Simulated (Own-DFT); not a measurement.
## Calculated data, GaN (wurtzite, strained, atoms displaced), GaP (zincblende, strained, atoms displaced), SiC (twinned 3C silicon carbide, atoms displaced), GaAs (zincblende with one plane slipped along a stacking-fault path, atoms displaced)

All values are calculated (Own-DFT development build). A calculation, not a measurement: plane-wave PBE density functional theory by an unreviewed code, no spin, of a simulated periodic cell, stress positive in tension, free energy of the whole cell less one offset for each atom, forces on such cells passed a denser k mesh, this cell's mesh not checked; offsets are fitted by least squares, one for each functional and potential file, so energies compare only between cells with the same atoms and settings and are not formation energies; the far tail of each file's local potential was reset to the Coulomb form; each entry is a single point on an unrelaxed cell, so the pressure reflects the starting lattice, mostly measured values (interpolated for alloys), from which strain is counted, and rises with the displacements; printed positions are rounded, which can move forces by about a meV/angstrom; the program, named Own-DFT, is a retired in-house code; no spin-orbit coupling.

Common to all runs: functional PBE.

(1) 
```cif
# cell vector a (Å): 12.7560 0.0000 0.0000
# cell vector b (Å): -4.7835 8.2853 0.0000
# cell vector c (Å): 0.0000 0.0000 10.6552
data_GaN
_symmetry_space_group_name_H-M 'P 1'
_symmetry_Int_Tables_number 1
_cell_length_a 12.7560
_cell_length_b 9.5670
_cell_length_c 10.6552
_cell_angle_alpha 90.000
_cell_angle_beta 90.000
_cell_angle_gamma 120.000
_cell_volume 1126.12
loop_
_atom_site_label
_atom_site_type_symbol
_atom_site_fract_x
_atom_site_fract_y
_atom_site_fract_z
_atom_site_occupancy
Ga1 Ga 0.08206 0.22711 0.99986 1
Ga2 Ga 0.17101 0.10910 0.24187 1
N1 N 0.07853 0.21897 0.18935 1
N2 N 0.16841 0.11217 0.44054 1
Ga3 Ga 0.08468 0.22496 0.50583 1
Ga4 Ga 0.16466 0.11262 0.74806 1
N3 N 0.08314 0.22515 0.69102 1
N4 N 0.17027 0.11567 0.94582 1
Ga5 Ga 0.08676 0.55655 0.00390 1
Ga6 Ga 0.16017 0.43242 0.25221 1
N5 N 0.06975 0.55160 0.18654 1
N6 N 0.16638 0.44286 0.43980 1
Ga7 Ga 0.07493 0.55224 0.50028 1
Ga8 Ga 0.16809 0.43586 0.75416 1
N7 N 0.08827 0.55888 0.68564 1
N8 N 0.16542 0.44948 0.93591 1
Ga9 Ga 0.08613 0.89308 0.01083 1
Ga10 Ga 0.16035 0.77471 0.25068 1
N9 N 0.09070 0.90277 0.19181 1
N10 N 0.16248 0.77539 0.43668 1
Ga11 Ga 0.08662 0.89504 0.49880 1
Ga12 Ga 0.16230 0.77738 0.74806 1
N11 N 0.09261 0.88989 0.68627 1
N12 N 0.17074 0.78435 0.93749 1
Ga13 Ga 0.34399 0.22743 0.00036 1
Ga14 Ga 0.41570 0.11005 0.24809 1
N13 N 0.33323 0.22470 0.18787 1
N14 N 0.42005 0.11625 0.44464 1
Ga15 Ga 0.32896 0.21341 0.50692 1
Ga16 Ga 0.41962 0.10119 0.74970 1
N15 N 0.33305 0.22248 0.68770 1
N16 N 0.41907 0.11704 0.93678 1
Ga17 Ga 0.33300 0.55521 0.99258 1
Ga18 Ga 0.41442 0.44137 0.24664 1
N17 N 0.32742 0.55130 0.18903 1
N18 N 0.41931 0.44879 0.44132 1
Ga19 Ga 0.33236 0.54816 0.50538 1
Ga20 Ga 0.42456 0.44578 0.74521 1
N19 N 0.33577 0.55151 0.68712 1
N20 N 0.42207 0.44673 0.93513 1
Ga21 Ga 0.33351 0.88256 0.99926 1
Ga22 Ga 0.41100 0.77015 0.25289 1
N21 N 0.33581 0.88577 0.19270 1
N22 N 0.42336 0.78386 0.44187 1
Ga23 Ga 0.32592 0.89077 0.50408 1
Ga24 Ga 0.41294 0.76892 0.74797 1
N23 N 0.33588 0.88770 0.68744 1
N24 N 0.41821 0.77629 0.94437 1
Ga25 Ga 0.58107 0.21716 0.99868 1
Ga26 Ga 0.67302 0.12120 0.24524 1
N25 N 0.58906 0.22565 0.19450 1
N26 N 0.66583 0.11217 0.43679 1
Ga27 Ga 0.58486 0.22861 0.50034 1
Ga28 Ga 0.66850 0.11767 0.75245 1
N27 N 0.57704 0.21346 0.69817 1
N28 N 0.67050 0.11018 0.94316 1
Ga29 Ga 0.57808 0.54632 0.00160 1
Ga30 Ga 0.66711 0.45233 0.24755 1
N29 N 0.58234 0.55204 0.19193 1
N30 N 0.67291 0.45137 0.44882 1
Ga31 Ga 0.58085 0.55300 0.49717 1
Ga32 Ga 0.65857 0.43893 0.75014 1
N31 N 0.58871 0.55625 0.68972 1
N32 N 0.67508 0.45473 0.94394 1
Ga33 Ga 0.59372 0.90278 0.99523 1
Ga34 Ga 0.67033 0.77852 0.25453 1
N33 N 0.57603 0.88033 0.18646 1
N34 N 0.66809 0.77631 0.43501 1
Ga35 Ga 0.57808 0.87817 0.49735 1
Ga36 Ga 0.67942 0.78546 0.75247 1
N35 N 0.58569 0.89806 0.69144 1
N36 N 0.66883 0.78322 0.94502 1
Ga37 Ga 0.83385 0.22384 0.00387 1
Ga38 Ga 0.91749 0.11438 0.24131 1
N37 N 0.83285 0.22350 0.19249 1
N38 N 0.91494 0.10779 0.43107 1
Ga39 Ga 0.83811 0.23120 0.50342 1
Ga40 Ga 0.91990 0.11559 0.75237 1
N39 N 0.83684 0.22006 0.68924 1
N40 N 0.91534 0.11178 0.94237 1
Ga41 Ga 0.83022 0.55868 0.00119 1
Ga42 Ga 0.91434 0.45211 0.24676 1
N41 N 0.82790 0.55713 0.17317 1
N42 N 0.91560 0.43963 0.44098 1
Ga43 Ga 0.83250 0.55380 0.49349 1
Ga44 Ga 0.91696 0.45531 0.74617 1
N43 N 0.82540 0.54118 0.68292 1
N44 N 0.91321 0.44347 0.94081 1
Ga45 Ga 0.82249 0.87901 0.99642 1
Ga46 Ga 0.91409 0.77345 0.25679 1
N45 N 0.83417 0.89839 0.18687 1
N46 N 0.92373 0.78076 0.43080 1
Ga47 Ga 0.83349 0.89133 0.49609 1
Ga48 Ga 0.91242 0.77119 0.74986 1
N47 N 0.83080 0.88231 0.68532 1
N48 N 0.91728 0.77230 0.93128 1
_calc_potential_files 'PseudoDojo norm-conserving, scalar-relativistic, standard set with the stringent files for Ga'
_calc_wave_cutoff 96  # hartree
_calc_occupations 'Gaussian'
_calc_smearing_width 0.01  # eV
_calc_k_mesh '3 x 4 x 3 centred on Gamma'
_calc_free_energy_of_cell_above_offsets '-5.308'  # eV
_calc_pressure 2.16  # GPa
_calc_stress_xx -6.06  # GPa
_calc_stress_yy -4.66  # GPa
_calc_stress_zz 4.24  # GPa
_calc_stress_yz -0.15  # GPa
_calc_stress_xz -0.5  # GPa
_calc_stress_xy -1.01  # GPa
```

Force:
| element | x (eV/Å) | y (eV/Å) | z (eV/Å) |
| --- | --- | --- | --- |
| Ga | 0.615 | -0.64 | 0.372 |
| Ga | -1.353 | 2.114 | 1.821 |
| N | 1.263 | 0.253 | -0.885 |
| N | -0.417 | 0.346 | -0.708 |
| Ga | -0.433 | -0.651 | -1.139 |
| Ga | 1.041 | -0.36 | 1.171 |
| N | 0.291 | -0.878 | -0.425 |
| N | -0.187 | 0.215 | -0.819 |
| Ga | -1.683 | 0.452 | -0.693 |
| Ga | -0.105 | 1.221 | 0.324 |
| N | 2.383 | 0.885 | 0.105 |
| N | -0.436 | 0.252 | -0.047 |
| Ga | 1.813 | 0.618 | 0.318 |
| Ga | -0.745 | 1.831 | -0.474 |
| N | -0.326 | -0.671 | 0.259 |
| N | 0.775 | -0.579 | 0.139 |
| Ga | -0.265 | -0.176 | -1.666 |
| Ga | 1.135 | 0.235 | 0.075 |
| N | -0.667 | -3.155 | -0.496 |
| N | 0.184 | -0.043 | -0.093 |
| Ga | 0.022 | -0.495 | 0.287 |
| Ga | 1.954 | -0.345 | 0.979 |
| N | -2.72 | 0.528 | -0.566 |
| N | -0.482 | -0.66 | 0.253 |
| Ga | -1.796 | -0.261 | -0.072 |
| Ga | 0.746 | 0.037 | 0.904 |
| N | 1.011 | -0.211 | -0.489 |
| N | -0.648 | -0.508 | -0.918 |
| Ga | 0.392 | 1.275 | -0.636 |
| Ga | -2.117 | 0.23 | 0.559 |
| N | 0.397 | -0.34 | 0.692 |
| N | 0.743 | -1.303 | 0 |
| Ga | 0.43 | -0.094 | 1.279 |
| Ga | -0.337 | 0.872 | 1.133 |
| N | 0.033 | -0.55 | -0.586 |
| N | -0.244 | -1.322 | -0.701 |
| Ga | -0.457 | 1.184 | -0.906 |
| Ga | -0.554 | -0.335 | 0.474 |
| N | -0.29 | -0.45 | 0.617 |
| N | -1.049 | -0.32 | -0.286 |
| Ga | -0.099 | 0.796 | 0.637 |
| Ga | 0.977 | 0.437 | 0.365 |
| N | -1.548 | 0.164 | -0.683 |
| N | -2.578 | -1.791 | -0.502 |
| Ga | 1.729 | -0.255 | -0.544 |
| Ga | 0.688 | 1.133 | 0.513 |
| N | -0.749 | -0.818 | 0.181 |
| N | 0.32 | 0.405 | -1.433 |
| Ga | 0.721 | 1.103 | 0.747 |
| Ga | -0.577 | -2.386 | 1.588 |
| N | -1.572 | 0.302 | -1.171 |
| N | 0.407 | 0.244 | 0.355 |
| Ga | 0.886 | -1.07 | 0.315 |
| Ga | 0.895 | -0.538 | -0.062 |
| N | 1.041 | 1.694 | -1.344 |
| N | -0.851 | 1.86 | -1.15 |
| Ga | 0.915 | 1.635 | 0.506 |
| Ga | 0.625 | -1.208 | 0.762 |
| N | -0.782 | 0.576 | -0.674 |
| N | -1.375 | -0.691 | -1.984 |
| Ga | 0.565 | 0.675 | 0.706 |
| Ga | 1.408 | -0.131 | 0.789 |
| N | -0.83 | 0.902 | -0.613 |
| N | -2.123 | -2.085 | -1.399 |
| Ga | -1.15 | -2.783 | 1.85 |
| Ga | -1.246 | 0.439 | -1.108 |
| N | 0.972 | 0.985 | 0.036 |
| N | 0.072 | -0.264 | 0.672 |
| Ga | 1.206 | 2.368 | 0.934 |
| Ga | -2.932 | -0.946 | 0.441 |
| N | 0.648 | -1.446 | -0.144 |
| N | -1.192 | -1.986 | -1.752 |
| Ga | 0.239 | 0.601 | 0.016 |
| Ga | -0.468 | -0.291 | 1.522 |
| N | 0.514 | 1.059 | -1.056 |
| N | 0.34 | 0.883 | 0.867 |
| Ga | -0.463 | -2.712 | -0.244 |
| Ga | -0.518 | -0.796 | 0.482 |
| N | -0.692 | 0.836 | -0.036 |
| N | 0.241 | -0.398 | -0.678 |
| Ga | 1.927 | 0.245 | -1.454 |
| Ga | -0.887 | -1.459 | 0.526 |
| N | 0.589 | 0.623 | 3.455 |
| N | -0.805 | 1.259 | -1.523 |
| Ga | 0.959 | 0.925 | 1.301 |
| Ga | 1.422 | -1.416 | 1.215 |
| N | -0.508 | 1.527 | -0.172 |
| N | 0.609 | 0.517 | -0.553 |
| Ga | 3.014 | 1.633 | 1.256 |
| Ga | -0.335 | 1.14 | -2.158 |
| N | 0.741 | -1.805 | -0.339 |
| N | -0.826 | -0.549 | 1.607 |
| Ga | 0.181 | -0.096 | 0.085 |
| Ga | 0.828 | -0.046 | -0.461 |
| N | 1.786 | 1.588 | -0.557 |
| N | -0.273 | 1.213 | 0.906 |

(2) 
```cif
# cell vector a (Å): 10.8620 0.0000 0.0000
# cell vector b (Å): 0.0000 10.8620 0.0000
# cell vector c (Å): 0.0000 0.0000 10.9439
data_GaP
_symmetry_space_group_name_H-M 'P 1'
_symmetry_Int_Tables_number 1
_cell_length_a 10.8620
_cell_length_b 10.8620
_cell_length_c 10.9439
_cell_angle_alpha 90.000
_cell_angle_beta 90.000
_cell_angle_gamma 90.000
_cell_volume 1291.19
loop_
_atom_site_label
_atom_site_type_symbol
_atom_site_fract_x
_atom_site_fract_y
_atom_site_fract_z
_atom_site_occupancy
Ga1 Ga 0.99890 0.99036 0.00610 1
Ga2 Ga 0.00352 0.26527 0.24930 1
Ga3 Ga 0.24719 0.98793 0.24392 1
Ga4 Ga 0.24684 0.24825 0.99772 1
P1 P 0.12967 0.12512 0.13266 1
P2 P 0.11725 0.38131 0.37658 1
P3 P 0.38285 0.11962 0.36853 1
P4 P 0.37013 0.37494 0.12104 1
Ga5 Ga 0.98954 0.99508 0.50133 1
Ga6 Ga 0.97590 0.25197 0.75621 1
Ga7 Ga 0.24938 0.00150 0.74446 1
Ga8 Ga 0.25618 0.24623 0.50098 1
P5 P 0.12826 0.11915 0.61972 1
P6 P 0.12521 0.37512 0.87909 1
P7 P 0.37768 0.13300 0.86990 1
P8 P 0.37144 0.36740 0.63277 1
Ga9 Ga 0.98695 0.51140 0.00438 1
Ga10 Ga 0.98844 0.74876 0.24092 1
Ga11 Ga 0.26042 0.50537 0.26206 1
Ga12 Ga 0.25173 0.74735 0.99572 1
P9 P 0.12976 0.63318 0.12751 1
P10 P 0.13089 0.87577 0.37263 1
P11 P 0.37272 0.62521 0.38313 1
P12 P 0.38231 0.87916 0.12028 1
Ga13 Ga 0.99927 0.49414 0.51221 1
Ga14 Ga 0.99560 0.75536 0.73659 1
Ga15 Ga 0.23394 0.50584 0.76456 1
Ga16 Ga 0.25192 0.75165 0.49438 1
P13 P 0.12629 0.61328 0.63497 1
P14 P 0.12782 0.86859 0.87126 1
P15 P 0.37351 0.62575 0.86677 1
P16 P 0.38208 0.87159 0.62996 1
Ga17 Ga 0.49786 0.99534 0.00755 1
Ga18 Ga 0.49089 0.25709 0.24488 1
Ga19 Ga 0.75090 0.00193 0.25494 1
Ga20 Ga 0.75631 0.25339 0.99629 1
P17 P 0.63011 0.12445 0.12560 1
P18 P 0.61875 0.36611 0.37477 1
P19 P 0.87917 0.13369 0.38615 1
P20 P 0.87386 0.38010 0.11918 1
Ga21 Ga 0.50553 0.99538 0.48425 1
Ga22 Ga 0.50342 0.24031 0.75130 1
Ga23 Ga 0.74465 0.99955 0.76022 1
Ga24 Ga 0.74499 0.24427 0.51273 1
P21 P 0.63296 0.13945 0.61344 1
P22 P 0.63067 0.37090 0.86306 1
P23 P 0.87429 0.11683 0.88072 1
P24 P 0.88782 0.37661 0.61958 1
Ga25 Ga 0.50496 0.49673 0.99415 1
Ga26 Ga 0.50541 0.74938 0.24193 1
Ga27 Ga 0.75647 0.49499 0.24924 1
Ga28 Ga 0.74931 0.75284 0.00089 1
P25 P 0.62820 0.62568 0.12216 1
P26 P 0.61817 0.86363 0.37597 1
P27 P 0.86946 0.60725 0.38690 1
P28 P 0.88085 0.87500 0.12180 1
Ga29 Ga 0.49121 0.51019 0.50181 1
Ga30 Ga 0.49420 0.74708 0.74452 1
Ga31 Ga 0.75085 0.51082 0.73558 1
Ga32 Ga 0.75224 0.73881 0.50815 1
P29 P 0.62285 0.64079 0.62754 1
P30 P 0.61526 0.86955 0.87278 1
P31 P 0.88208 0.63219 0.87274 1
P32 P 0.86398 0.87495 0.63099 1
_calc_potential_files 'PseudoDojo norm-conserving, scalar-relativistic, standard set'
_calc_wave_cutoff 42  # hartree
_calc_occupations 'Fermi-Dirac'
_calc_smearing_width 0.1  # eV
_calc_hardware 'one NVIDIA H100'
_calc_k_mesh '3 x 3 x 3 centred on Gamma'
_calc_free_energy_of_cell_above_offsets '-30.015'  # eV
_calc_pressure 4.22  # GPa
_calc_stress_xx -4.37  # GPa
_calc_stress_yy -4.36  # GPa
_calc_stress_zz -3.93  # GPa
_calc_stress_yz 1.58  # GPa
_calc_stress_xz 0.4  # GPa
_calc_stress_xy -0.35  # GPa
_calc_wall_time 545.2  # s
```

Force:
| element | x (eV/Å) | y (eV/Å) | z (eV/Å) |
| --- | --- | --- | --- |
| Ga | 1.765 | 1.105 | -0.948 |
| Ga | -0.421 | -1.173 | -0.149 |
| Ga | 0.959 | 1.061 | 0.376 |
| Ga | 0.104 | -0.112 | 0.083 |
| P | -0.833 | 0.011 | -0.742 |
| P | 1.764 | -0.032 | 0.376 |
| P | -1.273 | 0.202 | -0.221 |
| P | 0.067 | 0.821 | -0.04 |
| Ga | 1.149 | 0.074 | 0.088 |
| Ga | 2.519 | -0.532 | 0.095 |
| Ga | 0.323 | -0.192 | 0.596 |
| Ga | -0.37 | -0.075 | -0.601 |
| P | -1.283 | 0.578 | 0.366 |
| P | -1.953 | -0.386 | 0.584 |
| P | -0.559 | -1.74 | 1.144 |
| P | 0.084 | 1.346 | 0.006 |
| Ga | 2.035 | -0.299 | -0.264 |
| Ga | 1.223 | -0.749 | 1.796 |
| Ga | -1.443 | -0.787 | -1.183 |
| Ga | 0.339 | 0.384 | 0.129 |
| P | -0.244 | -1.003 | 0.189 |
| P | -1.892 | -0.709 | 0.326 |
| P | 0.861 | 1.19 | -1.262 |
| P | -1.543 | -1.729 | 0.767 |
| Ga | 1.732 | 1.348 | -1.458 |
| Ga | 0.995 | -0.563 | 0.953 |
| Ga | 1.777 | -1.403 | -0.313 |
| Ga | -0.457 | 0.077 | 1.439 |
| P | -0.715 | 2.146 | -1.912 |
| P | -0.358 | 0.794 | -0.13 |
| P | 0.41 | -0.509 | 1.059 |
| P | -0.896 | 1.195 | -1.577 |
| Ga | 1.098 | 1.741 | -1.628 |
| Ga | 0.822 | -0.923 | -0.029 |
| Ga | 0.209 | -0.063 | 0.367 |
| Ga | -0.842 | -0.44 | 0.092 |
| P | -0.387 | 0.51 | -0.174 |
| P | 0.498 | 1.275 | 0.364 |
| P | -0.421 | -0.243 | -1.304 |
| P | 0.199 | -0.569 | 0.428 |
| Ga | -0.345 | 0.602 | 1.671 |
| Ga | 0.297 | 1.016 | -0.943 |
| Ga | -0.688 | 0.367 | -0.738 |
| Ga | 3.125 | 3.498 | -3.318 |
| P | -3.309 | -4.652 | 3.503 |
| P | 0.24 | 0.677 | 0.392 |
| P | 0.025 | 0.042 | 0.244 |
| P | -3.24 | -0.991 | 1.257 |
| Ga | -0.239 | -0.032 | -0.205 |
| Ga | -0.856 | -0.382 | 0.335 |
| Ga | -1.554 | -0.278 | 0.444 |
| Ga | 0.128 | -0.006 | -0.672 |
| P | 0.196 | -0.711 | 0.122 |
| P | 2.101 | -0.038 | -0.39 |
| P | 0.729 | 1.472 | -0.729 |
| P | -2.163 | 0.079 | 0.799 |
| Ga | 1.124 | -1.807 | 0.971 |
| Ga | 0.147 | 0.257 | 1.113 |
| Ga | 0.486 | -0.655 | 0.927 |
| Ga | 0.163 | 1.197 | -1.332 |
| P | -0.567 | -2.165 | -0.312 |
| P | 0.319 | 0.349 | 0.547 |
| P | -1.298 | 0.167 | -0.51 |
| P | 0.138 | 0.367 | -0.863 |

(3) 
```cif
# cell vector a (Å): 4.3596 -4.3596 0.0000
# cell vector b (Å): 0.0000 4.3596 -4.3596
# cell vector c (Å): 8.7192 8.7192 8.7192
data_SiC
_symmetry_space_group_name_H-M 'P 1'
_symmetry_Int_Tables_number 1
_cell_length_a 6.1654
_cell_length_b 6.1654
_cell_length_c 15.1021
_cell_angle_alpha 90.000
_cell_angle_beta 90.000
_cell_angle_gamma 120.000
_cell_volume 497.15
loop_
_atom_site_label
_atom_site_type_symbol
_atom_site_fract_x
_atom_site_fract_y
_atom_site_fract_z
_atom_site_occupancy
Si1 Si 0.99266 0.98463 0.44994 1
C1 C 0.00042 0.00192 0.05652 1
Si2 Si 0.16116 0.32657 0.10641 1
C2 C 0.18842 0.35441 0.21918 1
Si3 Si 0.32313 0.16122 0.28000 1
C3 C 0.30517 0.15823 0.39013 1
Si4 Si 0.00419 0.50407 0.44721 1
C4 C 0.00941 0.49841 0.05832 1
Si5 Si 0.16430 0.83267 0.10862 1
C5 C 0.17448 0.80244 0.23614 1
Si6 Si 0.30993 0.64734 0.27136 1
C6 C 0.32797 0.66097 0.39072 1
Si7 Si 0.51262 0.98123 0.43716 1
C7 C 0.51092 0.00927 0.06614 1
Si8 Si 0.65748 0.35567 0.09328 1
C8 C 0.62110 0.30611 0.23302 1
Si9 Si 0.83008 0.20056 0.26369 1
C9 C 0.82381 0.15722 0.40065 1
Si10 Si 0.48098 0.48891 0.43408 1
C10 C 0.50671 0.50246 0.07102 1
Si11 Si 0.66532 0.81963 0.10167 1
C11 C 0.64891 0.82497 0.22748 1
Si12 Si 0.83973 0.66394 0.26672 1
C12 C 0.80236 0.65119 0.39027 1
Si13 Si 0.00510 0.98382 0.92673 1
C13 C 0.99633 0.01530 0.56389 1
Si14 Si 0.81364 0.66012 0.61143 1
C14 C 0.80581 0.63192 0.72477 1
Si15 Si 0.65792 0.83690 0.77183 1
C15 C 0.64560 0.78788 0.89554 1
Si16 Si 0.00580 0.53311 0.94081 1
C16 C 0.03214 0.52769 0.56631 1
Si17 Si 0.82907 0.17506 0.60986 1
C17 C 0.83942 0.16420 0.72304 1
Si18 Si 0.69765 0.33109 0.76444 1
C18 C 0.69338 0.34577 0.88996 1
Si19 Si 0.48428 0.00538 0.93658 1
C19 C 0.49381 0.01353 0.58098 1
Si20 Si 0.33246 0.64531 0.59096 1
C20 C 0.35056 0.68772 0.73074 1
Si21 Si 0.16522 0.83510 0.77832 1
C21 C 0.13411 0.83474 0.89225 1
Si22 Si 0.50683 0.49138 0.93120 1
C22 C 0.50544 0.50836 0.57436 1
Si23 Si 0.33417 0.19475 0.60511 1
C23 C 0.35046 0.17996 0.72228 1
Si24 Si 0.16066 0.33620 0.76824 1
C24 C 0.15822 0.33937 0.89941 1
_calc_potential_files 'PseudoDojo norm-conserving, scalar-relativistic, standard set'
_calc_wave_cutoff 42  # hartree
_calc_occupations 'Fermi-Dirac'
_calc_smearing_width 0.1  # eV
_calc_hardware 'one NVIDIA H100'
_calc_k_mesh '5 x 5 x 2 centred on Gamma'
_calc_free_energy_of_cell_above_offsets '8.136'  # eV
_calc_pressure 11.2  # GPa
_calc_stress_xx -10.6  # GPa
_calc_stress_yy -13.2  # GPa
_calc_stress_zz -9.8  # GPa
_calc_stress_yz 0.47  # GPa
_calc_stress_xz -3.82  # GPa
_calc_stress_xy 0.97  # GPa
_calc_wall_time 189  # s
```

Force:
| element | x (eV/Å) | y (eV/Å) | z (eV/Å) |
| --- | --- | --- | --- |
| Si | -4.125 | -2.252 | -3.253 |
| C | 0.763 | -0.273 | 1.494 |
| Si | -1.99 | -2.506 | -2.148 |
| C | -0.358 | 2.092 | 5.434 |
| Si | -4.427 | -2.498 | -1.683 |
| C | 4.161 | 2.736 | 4.19 |
| Si | -3.806 | -1.357 | -0.979 |
| C | 0.577 | 2.989 | 0.209 |
| Si | 0.388 | -0.928 | -0.619 |
| C | -4.467 | 4.825 | -5.216 |
| Si | 4.586 | -3.83 | -0.134 |
| C | 0.808 | 1.791 | 2.199 |
| Si | -1.07 | 3.434 | -0.701 |
| C | -2.287 | -0.134 | -0.503 |
| Si | 4.63 | -4.04 | 5.931 |
| C | 2.047 | -1.665 | -4.693 |
| Si | 0.735 | -2.253 | 4.242 |
| C | 1.744 | -1.115 | -2.244 |
| Si | 0.6 | -0.95 | 0.33 |
| C | -5.938 | 0.963 | -3.221 |
| Si | 1.687 | 2.546 | -1.984 |
| C | 1.946 | -0.651 | -1.091 |
| Si | -1.897 | 2.109 | 0.924 |
| C | 3.776 | 0.251 | 0.924 |
| Si | -1.374 | 12.1 | -1.823 |
| C | 1.557 | 1.215 | 2.61 |
| Si | 2.734 | -2.828 | -3.802 |
| C | 4.447 | 2.919 | -2.237 |
| Si | 0.661 | -2.062 | 1.383 |
| C | 1.67 | 2.556 | -6.834 |
| Si | -0.744 | -3.564 | 2.999 |
| C | -5.584 | 2.499 | 2.585 |
| Si | -2.077 | -2.663 | -2.485 |
| C | 2.905 | 0.753 | 2.646 |
| Si | -2.256 | 3.557 | 1.941 |
| C | -1.632 | 0.481 | 1.887 |
| Si | 2.07 | -1.546 | 0.687 |
| C | -2.376 | -3.852 | -1.476 |
| Si | 5.872 | 6.827 | -2.302 |
| C | -3.421 | 0.511 | 1.658 |
| Si | -3.428 | -4.052 | -3.942 |
| C | 4.839 | -7.032 | 1.135 |
| Si | -1.435 | 0.69 | 4.034 |
| C | -2.723 | -4.26 | -2.331 |
| Si | -1.417 | -2.033 | 3.83 |
| C | 1.019 | 2.955 | 3.363 |
| Si | 3.225 | -0.65 | -0.766 |
| C | -0.615 | -1.806 | -0.167 |

(4) 
```cif
# cell vector a (Å): 5.6533 -5.6533 0.0000
# cell vector b (Å): 0.0000 5.6533 -5.6533
# cell vector c (Å): 12.1546 12.1546 9.6106
data_GaAs
_symmetry_space_group_name_H-M 'P 1'
_symmetry_Int_Tables_number 1
_cell_length_a 7.9950
_cell_length_b 7.9950
_cell_length_c 19.6935
_cell_angle_alpha 84.759
_cell_angle_beta 90.000
_cell_angle_gamma 120.000
_cell_volume 1084.07
loop_
_atom_site_label
_atom_site_type_symbol
_atom_site_fract_x
_atom_site_fract_y
_atom_site_fract_z
_atom_site_occupancy
Ga1 Ga 0.99294 0.98641 0.99806 1
As1 As 0.98625 0.96571 0.12251 1
Ga2 Ga 0.14306 0.29050 0.16641 1
As2 As 0.12945 0.24663 0.28847 1
Ga3 Ga 0.29003 0.07432 0.33642 1
As3 As 0.27012 0.02708 0.46240 1
Ga4 Ga 0.06970 0.14616 0.49881 1
As4 As 0.04959 0.11934 0.62295 1
Ga5 Ga 0.20089 0.42148 0.66732 1
As5 As 0.18586 0.39355 0.79100 1
Ga6 Ga 0.35724 0.21541 0.83322 1
As6 As 0.32178 0.16929 0.95472 1
Ga7 Ga 0.99210 0.50439 0.99886 1
As7 As 0.99509 0.46429 0.13014 1
Ga8 Ga 0.14784 0.77641 0.16800 1
As8 As 0.11786 0.72279 0.29149 1
Ga9 Ga 0.28312 0.55720 0.33821 1
As9 As 0.26172 0.52771 0.46612 1
Ga10 Ga 0.06878 0.64212 0.50388 1
As10 As 0.04431 0.60357 0.62152 1
Ga11 Ga 0.21001 0.93412 0.66677 1
As11 As 0.19707 0.89588 0.79129 1
Ga12 Ga 0.36028 0.72699 0.84153 1
As12 As 0.34692 0.68304 0.96028 1
Ga13 Ga 0.51149 0.00607 0.00079 1
As13 As 0.48324 0.97553 0.12847 1
Ga14 Ga 0.64085 0.28422 0.16399 1
As14 As 0.61895 0.24226 0.29215 1
Ga15 Ga 0.78024 0.05860 0.32842 1
As15 As 0.75943 0.02849 0.45895 1
Ga16 Ga 0.57540 0.15975 0.50075 1
As16 As 0.54856 0.10217 0.62485 1
Ga17 Ga 0.72180 0.43750 0.66832 1
As17 As 0.69713 0.38346 0.79756 1
Ga18 Ga 0.85243 0.21744 0.83232 1
As18 As 0.84752 0.17117 0.95953 1
Ga19 Ga 0.50429 0.51826 0.00077 1
As19 As 0.49716 0.47312 0.12524 1
Ga20 Ga 0.65227 0.79448 0.16343 1
As20 As 0.61998 0.74962 0.29345 1
Ga21 Ga 0.76877 0.56823 0.33319 1
As21 As 0.75972 0.52585 0.46116 1
Ga22 Ga 0.57647 0.65039 0.49540 1
As22 As 0.55918 0.61018 0.62788 1
Ga23 Ga 0.71779 0.92679 0.66182 1
As23 As 0.69189 0.89570 0.78631 1
Ga24 Ga 0.86025 0.71940 0.84017 1
As24 As 0.84606 0.68048 0.96128 1
_calc_potential_files 'PseudoDojo norm-conserving, scalar-relativistic, standard set'
_calc_wave_cutoff 42  # hartree
_calc_occupations 'Fermi-Dirac'
_calc_smearing_width 0.1  # eV
_calc_k_mesh '4 x 4 x 2 centred on Gamma'
_calc_free_energy_of_cell_above_offsets '-16.509'  # eV
_calc_pressure 4.35  # GPa
_calc_stress_xx -5.01  # GPa
_calc_stress_yy -5.01  # GPa
_calc_stress_zz -3.04  # GPa
_calc_stress_yz 0.28  # GPa
_calc_stress_xz -0.28  # GPa
_calc_stress_xy 0.57  # GPa
```

Force:
| element | x (eV/Å) | y (eV/Å) | z (eV/Å) |
| --- | --- | --- | --- |
| Ga | 1.01 | 0.617 | -0.318 |
| As | 0.694 | -0.122 | 0.147 |
| Ga | 0.629 | -1.439 | 0.377 |
| As | 0.193 | 0.453 | 0.658 |
| Ga | -0.782 | -0.537 | 0.892 |
| As | -1.915 | -0.442 | 0.976 |
| Ga | 0.931 | 0.48 | -1.013 |
| As | 0.221 | -0.816 | 0.639 |
| Ga | 0.811 | 0.231 | -0.877 |
| As | 1.032 | 0.1 | -0.234 |
| Ga | -0.677 | 0.094 | -0.354 |
| As | 1.779 | 0.137 | -0.253 |
| Ga | 1.331 | -0.968 | 1.263 |
| As | -1.969 | 0.079 | -0.731 |
| Ga | -0.006 | 0.896 | -0.476 |
| As | 0.381 | 1.33 | -0.594 |
| Ga | -0.074 | 0.269 | 0.107 |
| As | -1.627 | -1.604 | 0.893 |
| Ga | 0.025 | 0.571 | -1.879 |
| As | 1.601 | 0.798 | 0.243 |
| Ga | -0.367 | -0.241 | 0.091 |
| As | -0.02 | 0.222 | 0.305 |
| Ga | -1.115 | -1.44 | -0.601 |
| As | -0.276 | 1.331 | 0.153 |
| Ga | -0.403 | 0.661 | -0.154 |
| As | -0.651 | -1.355 | 0.434 |
| Ga | 1.339 | 0.552 | -0.234 |
| As | 0.041 | -0.236 | -0.543 |
| Ga | 1.181 | 0.951 | -0.578 |
| As | -1.194 | -1.078 | 0.62 |
| Ga | 1.4 | 0.385 | -0.791 |
| As | 0.494 | 0.449 | -0.316 |
| Ga | -0.365 | 0.19 | 1.05 |
| As | -0.645 | 0.903 | -1.655 |
| Ga | 0.534 | -0.884 | 1.195 |
| As | -0.488 | 0.59 | -0.88 |
| Ga | -0.117 | -1.102 | 1.287 |
| As | -0.804 | 0.496 | 0.074 |
| Ga | 0.181 | 0.604 | 0.254 |
| As | -1.098 | -0.782 | 0.101 |
| Ga | 0.781 | -0.841 | 0.37 |
| As | -0.864 | -1.767 | 0.582 |
| Ga | 1.663 | 1.889 | -0.767 |
| As | -1.238 | -0.289 | 0.196 |
| Ga | -0.029 | 0.729 | -0.015 |
| As | 0.806 | 0.281 | 0.697 |
| Ga | -1.128 | -0.659 | -0.698 |
| As | -1.205 | 0.313 | 0.357 |
